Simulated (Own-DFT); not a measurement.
# Energy and forces against displacement in zincblende GaP, 96 atoms (Ga48P48)

These are calculations, not measurements. The program, named Own-DFT, is a retired in-house plane-wave density functional code that no person has reviewed. Each row is one single-point run on a periodic cell that was not relaxed, without spin or spin-orbit coupling.

Settings of every run: PBE; PseudoDojo norm-conserving scalar-relativistic files; cutoff 42 hartree; 2 x 3 x 3 k mesh centred on Gamma; Fermi-Dirac smearing of 0.1 eV.

Known limits, some of them of some rows only: some atoms lie very close together; forces on such cells moved up to 12 meV/angstrom on a denser k mesh; forces on such cells passed a denser k mesh, each cell not checked; stress not checked against mesh or cutoff.

Cell vectors in Å: (16.352, 0.000, 0.000); (0.000, 10.901, 0.000); (0.000, 0.000, 10.901). In each run every atom was moved at random and independently from its ideal site; u is the rms move along one axis. E is the free energy for each atom above the fitted value at u = 0, and F the rms of the force components.

```
run,u (Å),E (meV/atom),F (eV/Å),largest force (eV/Å),P (GPa)
1,0.0180,5.8,0.237,0.68,2.68
2,0.0212,?,?,?,?
3,0.0215,8.3,0.294,1.12,2.72
4,0.0477,41.9,0.725,2.79,3.22
5,0.0499,43.7,0.690,2.64,3.24
6,0.0992,170.0,1.480,6.12,4.99
7,0.1006,176.6,1.522,7.24,5.12
8,0.1033,204.8,1.842,11.19,5.47
9,0.1579,422.1,2.543,12.86,8.48
10,0.1968,645.7,3.693,18.29,11.25
```

## Worked fit

For small independent moves the energy grows as E = (3/2) K u², with K the mean stiffness felt by one atom. The runs with u up to 0.11 Å give K = 12.0 ± 0.3 eV/Å², with residuals divided by u² + 0.0006 Å², since the noise grows with the moves. The scatter is 2.1 meV/atom at u = 0.05 Å. The forces follow F = G u with G = 14.9 eV/Å²; no force at u = 0 is resolved. G exceeds K because the moves of its neighbours add to the force on an atom, and stiffness differs between atoms. At u = 0.197 Å the parabola gives 696 meV/atom and the run 646. The pressure follows P = 2.61 + 254 u² GPa: at fixed volume, shortened bonds push harder than stretched ones pull.

## Withheld run

Question: what energy and rms force should run 2 give?

The fit gives 8 ± 1 meV/atom and about 0.32 eV/Å. The calculation gave 9.0 meV/atom and 0.310 eV/Å.
